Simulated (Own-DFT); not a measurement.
# Which defects push the lattice out? C40 NbSi2

Source: density functional calculations with Own-DFT, an unreviewed in-house program that is no longer used. Nothing was measured or relaxed, and spin and spin-orbit coupling are left out.

Method: PBE; PseudoDojo norm-conserving scalar-relativistic files; cutoff 42 hartree; 4 x 4 x 5 k mesh centred on Gamma; cold (Marzari-Vanderbilt) smearing of 0.2 eV.

Known weak points: forces on such cells failed a check on a denser k mesh; stress not checked against mesh or cutoff.

All runs share one cell, with vectors in Å (0.000, 8.324, 0.000); (-9.613, 0.000, 0.000); (0.000, 0.000, 6.586) and a volume of 527.0 Å³. The atoms are randomly displaced, by u rms on each axis. The defect's site can differ from row to row.

| cell | formula | u (Å) | P (GPa) |
|---|---|---|---|
| no defect | Nb12Si24 | 0.0211 | 1.47 |
| no defect | Nb12Si24 | 0.0211 | 1.54 |
| no defect | Nb12Si24 | 0.0499 | 2.49 |
| two Nb vacancies | Nb10Si24 | 0.0285 | -0.10 |
| two Nb vacancies | Nb10Si24 | 0.0311 | 0.00 |
| two Nb vacancies | Nb10Si24 | 0.0500 | 1.01 |
| two Nb vacancies | Nb10Si24 | 0.0516 | ? |
| two Nb on a Si site each | Nb14Si22 | 0.0271 | 7.57 |
| two Nb on a Si site each | Nb14Si22 | 0.0309 | 7.82 |
| two Nb on a Si site each | Nb14Si22 | 0.0478 | 8.44 |
| two Si on a Nb site each | Nb10Si26 | 0.0266 | 1.58 |
| two Si on a Nb site each | Nb10Si26 | 0.0473 | 2.27 |
| two Si on a Nb site each | Nb10Si26 | 0.0546 | 2.75 |
| one Si vacancy | Nb12Si23 | 0.0261 | 0.87 |
| one Si vacancy | Nb12Si23 | 0.0291 | 0.90 |
| one Si vacancy | Nb12Si23 | 0.0465 | 1.63 |

## Worked fit

P = P0 + c u² + a shift for each defect gives P0 = 1.23 GPa, c = 533 ± 25 GPa/Å² and a scatter of 0.08 GPa. The shifts, and each times the cell's volume:

- two Nb on a Si site each: 6.00 ± 0.07 GPa, 19.8 eV (9.9 eV for each of its 2 sites)
- two Si on a Nb site each: -0.09 ± 0.07 GPa, -0.3 eV (-0.1 eV for each of its 2 sites) (not resolved)
- one Si vacancy: -0.76 ± 0.07 GPa, -2.5 eV
- two Nb vacancies: -1.69 ± 0.07 GPa, -5.6 eV (-2.8 eV for each of its 2 sites)

A positive shift means that the defect pushes the cell outwards. Shift times volume (160.2 GPa Å³ is 1 eV) depends little on the cell's size, so, taken for each site, it can be compared between cells at like pressure. The atoms around the defects weren't relaxed, which would change these numbers.

## The run left out

Asked: what pressure belongs in the blank (two Nb vacancies, u = 0.0516 Å)?

Estimate: 0.96 ± 0.10 GPa. DFT gave 0.72 GPa.
